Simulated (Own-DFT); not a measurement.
# A layer strained by its substrate: diamond-structure GeSn with randomly placed atoms, 64 atoms (Ge52Sn12)

Everything here is calculated. The program is Own-DFT (plane waves, in-house, since retired, never reviewed by a person); positions were held fixed, and spin and spin-orbit coupling were off.

Common settings: PBE; PseudoDojo norm-conserving scalar-relativistic files; cutoff 49 hartree; 3 x 3 x 3 k mesh centred on Gamma; Fermi-Dirac smearing of 0.1 eV.

Keep in mind: forces on such cells moved up to 12 meV/angstrom on a denser k mesh; stress not checked against mesh or cutoff.

Unstrained cell vectors in Å: (11.628, 0.000, 0.000); (0.000, 11.628, 0.000); (0.000, 0.000, 11.628). The unstrained cell has measured lattice constants (interpolated for alloys), not those of this functional. That, the random moves and any unrelaxed bonds set the pressure at no strain. Each run strains x and y alike by e, as a substrate would, and holds the height along z. All atoms carry random offsets, Gaussian with a width of 0.05 Å per axis. The random placing of the alloy's atoms differs from row to row. Stress is positive in tension.

| e (%) | u (Å) | (s_xx + s_yy)/2 (GPa) | s_zz (GPa) |
|---|---|---|---|
| -3.00 | 0.051 | -11.33 | -9.54 |
| -2.50 | 0.049 | -10.40 | -8.97 |
| -2.00 | 0.051 | -9.18 | -7.86 |
| -1.50 | 0.052 | -8.45 | -7.49 |
| -1.25 | 0.052 | ? | ? |
| -0.25 | 0.049 | -5.93 | -5.71 |
| 0.25 | 0.050 | -4.82 | -4.90 |
| 1.25 | 0.049 | -3.36 | -4.04 |
| 1.75 | 0.051 | -2.74 | -3.54 |
| 2.75 | 0.053 | -1.52 | -2.68 |

## What the rows give

With e as a fraction, the in-plane stress is -5.4 + 171 e - 983 e² GPa (errors 3 and 167, scatter 0.15), and s_zz is -5.4 + 119 e - 777 e² GPa (slope ± 3, scatter 0.15). At e = 0 the first slope is C11 + C12 and the second 2 C12, both with the ions held to the strained lattice and at the cell's own pressure. The term in e² is negative: the layer stiffens under compression and softens under tension. A free layer would change its height as e changes, and the in-plane slope would drop by 2 C12²/C11 to the biaxial modulus. At fixed height, a misfit of 1 % moves the in-plane stress by about 1.7 GPa and s_zz by 1.2 GPa.

## The run left out

Q: what are the two stresses at e = -1.25 %?

Estimate: -7.7 and -7.0 GPa. The hidden result is -7.95 and -7.11 GPa.
